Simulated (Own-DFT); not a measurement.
# How much smaller does PBEsol make it? hexagonal WC, 64 atoms (C32W32)

Calculated, not measured: single-point runs of Own-DFT, a retired in-house plane-wave DFT program that no person has reviewed, on unrelaxed cells, without spin or spin-orbit coupling.

Limits: forces on such cells moved up to 12 meV/angstrom on a denser k mesh; stress not checked against mesh or cutoff.

Each geometry was run with PBE and with PBEsol, otherwise alike: PseudoDojo norm-conserving scalar-relativistic files made for PBE; cutoff 50 hartree; 4 x 4 x 4 k mesh centred on Gamma; cold (Marzari-Vanderbilt) smearing of 0.2 eV. Unstrained cell vectors in Å: (5.833, -5.052, -2.839); (0.000, -5.052, 8.518); (-5.833, -5.052, -2.839). Each has a uniform strain, of which the change of volume is shown, and random moves of rms u per axis.

```
run,volume change (%),u (Å),P with PBE (GPa),P with PBEsol (GPa)
1,-4.36,0.0466,25.95,17.32
2,-3.35,0.0492,21.56,13.07
3,-1.61,0.0426,13.08,4.82
4,0.17,0.0514,6.54,-1.50
5,-1.20,0.0485,11.65,3.45
6,1.71,0.0491,0.49,-7.36
7,0.17,0.0429,4.14,-3.90
8,-1.88,0.0521,16.75,8.45
9,-2.78,0.0499,18.90,10.49
10,4.40,0.0485,-8.89,-16.44
11,1.71,0.0499,0.60,-7.25
12,0.67,0.0534,5.04,?
```

Question: by how much does PBEsol shrink this cell, and what belongs in the blank?

## Answer

Write v for the change of volume as a fraction. Fitted to v and u², the PBE pressure has a slope of -408 ± 12 GPa in v, with the ions held to the strained lattice. The difference PBEsol less PBE is -8.07 + 12.4 v GPa (slope ± 0.2) and averages -8.15 GPa. Divided by the mean slope of the two, 402 GPa, that makes PBEsol's volume at a given pressure, near 6 GPa, about 2.0 % smaller, or 0.68 % in lengths. At one volume PBEsol's slope is the smaller by 12 GPa, but its pressure there is lower too. If stiffness rises by about 4 GPa for each GPa, PBEsol at equal pressure is stiffer by about 20 GPa. Files made for PBEsol would give a different shift.

For run 12 the line gives -2.95 GPa. Computed: -2.94 GPa.
